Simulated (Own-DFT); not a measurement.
# Response to strain: wurtzite AlN, 72 atoms (Al36N36)

All numbers below are calculated, not measured. They come from Own-DFT, an in-house plane-wave density functional program, since retired, whose code no person has reviewed. Each row is one single-point run on a periodic cell that was not relaxed, without spin or spin-orbit coupling.

Settings of every run: PBE; PseudoDojo norm-conserving scalar-relativistic files; cutoff 42 hartree; 4 x 4 x 3 k mesh centred on Gamma; Gaussian smearing of 0.01 eV.

Known limits: k mesh not checked against a denser one; stress not checked against mesh or cutoff.

Unstrained cell vectors in Å: (9.336, 0.000, 0.000); (-4.668, 8.085, 0.000); (0.000, 0.000, 9.964). The unstrained cell has measured lattice constants (interpolated for alloys), not those of this functional. That, the random moves and any unrelaxed bonds set the pressure at no strain. Each run strains this cell uniformly, with the atoms carried along. Every atom was also moved at random, by a Gaussian of width 0.05 Å on each axis. Strain is the symmetric tensor, in per cent. Stress is positive in tension, and the pressure is minus a third of its trace.

| run | e_xx (%) | e_yy (%) | e_zz (%) | e_yz (%) | e_xz (%) | e_xy (%) | s_xx (GPa) | s_yy (GPa) | s_zz (GPa) | s_yz (GPa) | s_xz (GPa) | s_xy (GPa) | P (GPa) | E (meV/atom) |
|---|---|---|---|---|---|---|---|---|---|---|---|---|---|---|
| 1 | -1.84 | 1.40 | -1.59 | 0.03 | 1.64 | -0.89 | -15.98 | -3.33 | -11.93 | -0.20 | 3.10 | -3.75 | 10.41 | 54.8 |
| 2 | -0.16 | 0.57 | 0.83 | -0.84 | -1.39 | 0.78 | -7.00 | -3.60 | 0.40 | -1.99 | -4.10 | 2.81 | 3.40 | 19.5 |
| 3 | -0.12 | -1.23 | -0.59 | -1.39 | 0.69 | 1.21 | -8.62 | -12.91 | -8.06 | -3.22 | 0.75 | 3.45 | 9.87 | 31.4 |
| 4 | 1.20 | -0.86 | 0.67 | -0.84 | -0.87 | 1.83 | 0.89 | -11.31 | -1.67 | -1.39 | -2.45 | 6.35 | 4.03 | 24.1 |
| 5 | -1.71 | -0.50 | -1.21 | 1.77 | 0.14 | -1.26 | -15.93 | -10.47 | -16.25 | 5.20 | 2.01 | -5.37 | 14.21 | 69.8 |
| 6 | -0.87 | -1.15 | -0.58 | 1.11 | -0.92 | -0.23 | -11.40 | -13.55 | -9.16 | 3.48 | -2.13 | -0.78 | 11.37 | 24.0 |
| 7 | -1.11 | 0.21 | 1.73 | -0.48 | -1.04 | -0.21 | -9.51 | -4.73 | 2.03 | -0.18 | -2.52 | 0.22 | 4.07 | 7.9 |
| 8 | 1.71 | -1.73 | 1.45 | 1.76 | -0.77 | 1.43 | 1.73 | -11.45 | 0.27 | 4.38 | -2.32 | 4.91 | 3.15 | 27.9 |
| 9 | -0.12 | 1.88 | -0.66 | -1.71 | 0.64 | 0.85 | -3.85 | 1.48 | -7.30 | -4.96 | 0.33 | 1.29 | 3.22 | 16.0 |
| 10 | 0.17 | 0.30 | -0.30 | 1.54 | 1.79 | 0.65 | -4.39 | -3.72 | -7.67 | 4.71 | 4.36 | 0.41 | 5.26 | 19.2 |
| 11 | 1.66 | -1.28 | 0.53 | -1.55 | -0.47 | 0.49 | 2.21 | -11.11 | -3.13 | -3.16 | -0.72 | 2.35 | 4.01 | 17.7 |
| 12 | 1.18 | 1.52 | 0.86 | -1.84 | -0.21 | -1.30 | 2.79 | 2.94 | 0.37 | -4.12 | -0.58 | -3.87 | -2.03 | 0.0 |
| 13 | 1.99 | 0.14 | 0.65 | 0.46 | -0.52 | -0.40 | 3.02 | -2.99 | 0.74 | 0.61 | -1.34 | -0.89 | -0.26 | 8.5 |
| 14 | 1.50 | -0.01 | -1.96 | -1.65 | -1.30 | 1.18 | -3.39 | -5.94 | -10.82 | -4.49 | -3.89 | 5.13 | 6.72 | 44.1 |
| 15 | -0.94 | 1.74 | 1.59 | 0.57 | -1.30 | 0.48 | -9.11 | 2.45 | 2.52 | 1.18 | -3.12 | 3.77 | 1.38 | 23.7 |
| 16 | -1.42 | -1.49 | -1.88 | -0.66 | 1.87 | -0.36 | -17.61 | -15.01 | -16.56 | -1.40 | 4.57 | -1.82 | 16.40 | 41.1 |
| 17 | 0.77 | 1.54 | 1.12 | -0.36 | -1.26 | 1.32 | -1.09 | 2.27 | 0.94 | -1.42 | -3.87 | 3.20 | -0.71 | 26.4 |
| 18 | -0.35 | -0.89 | -1.86 | -0.07 | 1.33 | 1.87 | ? | ? | ? | ? | ? | ? | ? | ? |

E is the free energy for each atom above the lowest run shown.

## Worked fit

Each stress component was fitted by least squares to a constant and the strains of the runs shown, as fractions, with shears doubled. Shear strains stay in the fit of a normal stress only where such slopes are resolved. The slopes, in GPa:

```
stress  at no strain  per e_xx  per e_yy  per e_zz  scatter
  s_xx          -6.3  481 ± 29   82 ± 28  114 ± 30     1.33
  s_yy          -6.4   85 ± 20  474 ± 20   65 ± 22     0.96
  s_zz          -5.4  115 ± 30   98 ± 30  434 ± 32     1.42
```

Each shear stress against twice its own strain: yz 122 ± 6, xz 115 ± 8, xy 152 ± 14 GPa. These are stiffnesses along x, y and z of the frame in which the cell vectors are given, which need not be the crystal's axes. The atoms are held to the strained lattice; where symmetry lets them move under strain, relaxing them would lower some slopes. The table should be nearly symmetric about its diagonal, and what it lacks of that shows the noise. A ninth of its sum, 217 ± 4 GPa, estimates the bulk modulus near the mean pressure of these runs, 5.6 GPa, so it lies above the value at zero pressure.

## Withheld run

Question: what normal stresses and pressure should run 18 give?

The fit gives s_xx = -10.9, s_yy = -12.1, s_zz = -14.7 and P = 12.6 GPa. The calculation gave -11.78, -11.45, -14.65 and P = 12.63 GPa.
